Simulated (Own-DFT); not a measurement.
Simulation results for WC (WC crystal, atoms displaced)

Computed with Own-DFT development build. A calculation, not a measurement: plane-wave density functional theory by an unreviewed code, no spin, of a simulated periodic cell, stress positive in tension, run twice, with PBE and with PBEsol, both on files made for PBE, so the change isn't that of files made for PBEsol, forces on such cells moved up to 12 meV/angstrom on a denser k mesh; the far tail of each file's local potential was reset to the Coulomb form; each entry is a single point on an unrelaxed cell, so the pressure reflects the starting lattice, taken from the Materials Project, from which strain is counted, and rises with the displacements; printed positions are rounded, which can move forces by about a meV/angstrom; the program, named Own-DFT, is a retired in-house code; no spin-orbit coupling; stress was not checked against mesh or cutoff.

```cif
# cell vector a (Å): 5.8332 -5.0517 -2.8394
# cell vector b (Å): 0.0000 -5.0517 8.5183
# cell vector c (Å): -5.8332 -5.0517 -2.8394
data_WC
_symmetry_space_group_name_H-M 'P 1'
_symmetry_Int_Tables_number 1
_cell_length_a 8.2224
_cell_length_b 9.9036
_cell_length_c 8.2224
_cell_angle_alpha 89.062
_cell_angle_beta 90.377
_cell_angle_gamma 89.062
_cell_volume 669.37
loop_
_atom_site_label
_atom_site_type_symbol
_atom_site_fract_x
_atom_site_fract_y
_atom_site_fract_z
_atom_site_occupancy
W1 W 0.68476 0.87479 0.93999 1
C1 C 0.68798 0.95403 0.68690 1
W2 W 0.37400 0.75234 0.87484 1
C2 C 0.37427 0.83566 0.62838 1
W3 W 0.18563 0.37473 0.93582 1
C3 C 0.18795 0.45701 0.68320 1
W4 W 0.06381 0.62433 0.81197 1
C4 C 0.06023 0.70792 0.56528 1
W5 W 0.94271 0.87439 0.68976 1
C5 C 0.93697 0.95829 0.43452 1
W6 W 0.87266 0.25092 0.87623 1
C6 C 0.87644 0.32914 0.62351 1
W7 W 0.75311 0.49904 0.75061 1
C7 C 0.75256 0.58284 0.49650 1
W8 W 0.62644 0.74647 0.62224 1
C8 C 0.62944 0.83087 0.37312 1
W9 W 0.56492 0.11992 0.81331 1
C9 C 0.56602 0.20876 0.56547 1
W10 W 0.43734 0.37070 0.68566 1
C10 C 0.43890 0.45716 0.44194 1
W11 W 0.30971 0.62363 0.56075 1
C11 C 0.31071 0.70922 0.31067 1
W12 W 0.19088 0.87467 0.43281 1
C12 C 0.19231 0.95394 0.18912 1
W13 W 0.24843 0.00015 0.74656 1
C13 C 0.25434 0.08304 0.50163 1
W14 W 0.12849 0.25499 0.62451 1
C14 C 0.12516 0.33457 0.37691 1
W15 W 0.00241 0.50174 0.49793 1
C15 C 0.99919 0.58176 0.25041 1
W16 W 0.87417 0.75288 0.37626 1
C16 C 0.87398 0.83250 0.12841 1
W17 W 0.81432 0.12330 0.56216 1
C17 C 0.81534 0.20821 0.31006 1
W18 W 0.68545 0.37394 0.43472 1
C18 C 0.68852 0.46041 0.18658 1
W19 W 0.56471 0.62741 0.30908 1
C19 C 0.56295 0.70780 0.06034 1
W20 W 0.43539 0.87378 0.18671 1
C20 C 0.43823 0.95503 0.93841 1
W21 W 0.50086 0.00033 0.49733 1
C21 C 0.49694 0.08736 0.24862 1
W22 W 0.37607 0.24954 0.37307 1
C22 C 0.37729 0.33167 0.12327 1
W23 W 0.24783 0.50125 0.25213 1
C23 C 0.24973 0.58449 0.00130 1
W24 W 0.12891 0.75083 0.12625 1
C24 C 0.12732 0.83320 0.87917 1
W25 W 0.06274 0.12320 0.31086 1
C25 C 0.06255 0.20502 0.06142 1
W26 W 0.93925 0.37574 0.18857 1
C26 C 0.93460 0.45905 0.93753 1
W27 W 0.81409 0.62466 0.06421 1
C27 C 0.81357 0.70748 0.81412 1
W28 W 0.74983 0.99912 0.24968 1
C28 C 0.75426 0.08373 0.00071 1
W29 W 0.62682 0.24870 0.12500 1
C29 C 0.62860 0.33687 0.87699 1
W30 W 0.49889 0.50225 0.00064 1
C30 C 0.49949 0.58213 0.75291 1
W31 W 0.31349 0.12716 0.06557 1
C31 C 0.30999 0.20759 0.80851 1
W32 W 0.00136 0.00220 0.00338 1
C32 C 0.99846 0.08730 0.75057 1
_calc_functional 'PBE, then PBEsol'
_calc_potential_files 'PseudoDojo norm-conserving, scalar-relativistic, standard set'
_calc_wave_cutoff 50  # hartree
_calc_occupations 'cold (Marzari-Vanderbilt)'
_calc_smearing_width 0.2  # eV
_calc_k_mesh '4 x 4 x 4 centred on Gamma'
_calc_PBE_pressure 3.29  # GPa
_calc_PBE_stress_xx -2.96  # GPa
_calc_PBE_stress_yy -2.85  # GPa
_calc_PBE_stress_zz -4.04  # GPa
_calc_PBE_stress_yz 0.08  # GPa
_calc_PBE_stress_xz 0  # GPa
_calc_PBE_stress_xy -0.07  # GPa
_calc_PBEsol_pressure -4.76  # GPa
_calc_PBEsol_stress_xx 4.92  # GPa
_calc_PBEsol_stress_yy 5.01  # GPa
_calc_PBEsol_stress_zz 4.35  # GPa
_calc_PBEsol_stress_yz 0.08  # GPa
_calc_PBEsol_stress_xz 0  # GPa
_calc_PBEsol_stress_xy -0.06  # GPa
_calc_rms_change_of_force_components_from_PBE_to_PBEsol 0.009  # eV/angstrom
```

Force:
```
force element  PBE force x (eV/Å)  PBE force y (eV/Å)  PBE force z (eV/Å)  PBEsol force x (eV/Å)  PBEsol force y (eV/Å)  PBEsol force z (eV/Å)
            W               1.243              -0.157              -0.497                  1.221                 -0.156                 -0.487
            C               0.099              -0.254               0.186                  0.094                 -0.251                  0.185
            W               0.351               0.398              -0.848                  0.339                  0.386                 -0.839
            C               0.756               0.588              -0.292                  0.745                  0.581                 -0.286
            W               0.048              -0.576               -0.25                   0.05                 -0.567                 -0.247
            C              -0.338              -0.624               0.093                 -0.331                 -0.612                  0.091
            W              -0.417              -0.168               0.068                 -0.411                 -0.165                  0.073
            C               0.662              -0.097               0.166                  0.653                 -0.096                   0.16
            W               -0.66               0.674               0.731                 -0.648                  0.672                  0.722
            C              -0.045              -0.488              -0.282                 -0.042                 -0.477                 -0.276
            W               0.731              -0.131              -0.358                  0.721                 -0.134                 -0.358
            C              -0.118              -0.317               0.766                 -0.118                 -0.314                  0.755
            W              -0.152                0.65                0.65                 -0.156                  0.636                  0.639
            C              -0.394               0.007              -0.104                 -0.388                  0.006                 -0.098
            W              -0.722              -0.631               0.463                 -0.706                 -0.627                  0.461
            C              -0.663               0.106                0.62                  -0.65                  0.105                  0.607
            W               -0.19              -0.204                1.36                 -0.184                 -0.202                  1.343
            C                0.16               0.655              -0.193                  0.158                  0.651                  -0.19
            W              -0.168              -1.403               0.579                 -0.165                 -1.375                  0.582
            C               0.435               0.504               0.545                  0.426                  0.502                  0.535
            W               0.315              -1.181              -0.079                  0.308                 -1.157                 -0.079
            C               0.089              -0.273              -0.589                  0.088                 -0.265                 -0.576
            W              -1.606              -0.564              -0.228                 -1.581                 -0.556                 -0.222
            C              -0.169               0.045               1.237                  -0.17                  0.044                  1.219
            W              -0.398              -0.904              -0.208                  -0.39                 -0.894                 -0.213
            C               0.034               0.505               0.474                  0.041                  0.498                  0.465
            W              -0.541                1.63              -1.143                 -0.531                  1.603                 -1.131
            C               0.447               0.317              -0.115                   0.44                  0.309                  -0.11
            W              -0.926               0.557              -0.258                 -0.903                  0.544                 -0.261
            C               0.124              -0.407                0.39                  0.123                 -0.401                  0.381
            W               0.583               0.246              -1.035                  0.572                  0.252                  -1.02
            C                0.46               -0.05               0.236                  0.447                 -0.051                  0.234
            W              -0.131                0.01               0.288                 -0.131                  0.011                   0.29
            C              -0.406               -0.02              -0.102                   -0.4                 -0.018                   -0.1
            W               0.247              -1.067              -0.264                  0.246                 -1.054                 -0.263
            C              -0.136               0.185              -0.317                 -0.133                   0.18                 -0.313
            W              -0.897               0.297              -0.942                  -0.88                   0.29                  -0.93
            C              -0.213              -0.137               0.058                 -0.214                 -0.137                  0.057
            W               0.723              -0.914              -0.046                  0.711                 -0.895                 -0.046
            C              -0.117              -0.135               0.787                 -0.112                 -0.132                  0.772
            W              -0.276              -0.385              -0.594                 -0.277                  -0.38                 -0.583
            C               0.304              -0.052              -1.038                  0.296                  -0.05                 -1.021
            W              -0.517              -0.407               0.223                  -0.51                 -0.404                  0.215
            C              -0.356              -0.148               0.588                 -0.353                 -0.143                  0.577
            W               0.996               0.158              -0.548                  0.976                  0.155                 -0.535
            C               0.137               0.184              -0.186                  0.135                   0.18                 -0.182
            W              -0.626               1.188               0.212                 -0.614                  1.161                  0.207
            C               0.128               0.305                0.45                  0.131                  0.302                  0.443
            W              -0.148              -0.748               0.162                 -0.139                 -0.731                  0.162
            C              -0.099              -0.607                0.55                 -0.099                 -0.599                  0.541
            W               0.004               0.518              -0.132                  0.002                   0.51                 -0.124
            C               0.342              -0.319              -0.354                  0.337                 -0.314                 -0.349
            W               0.209               0.213               0.484                  0.199                  0.214                  0.477
            C               0.086                0.04               0.173                  0.089                  0.042                  0.168
            W               0.048              -0.202               0.363                  0.055                 -0.206                  0.352
            C                -0.4               0.467               0.012                 -0.396                  0.461                  0.013
            W                0.09               -0.07               0.757                  0.086                  -0.07                  0.747
            C              -0.267                0.83               -0.31                  -0.26                  0.816                 -0.308
            W               0.316               0.398              -0.696                  0.315                  0.386                 -0.688
            C               0.418               0.291               0.215                  0.414                  0.286                  0.211
            W               0.767               1.269              -0.142                  0.749                  1.249                 -0.143
            C              -0.043              -0.683              -0.526                 -0.041                 -0.671                 -0.514
            W               0.489               0.997              -0.549                   0.48                  0.978                 -0.538
            C               0.297               0.092              -0.661                  0.292                  0.091                 -0.654
```
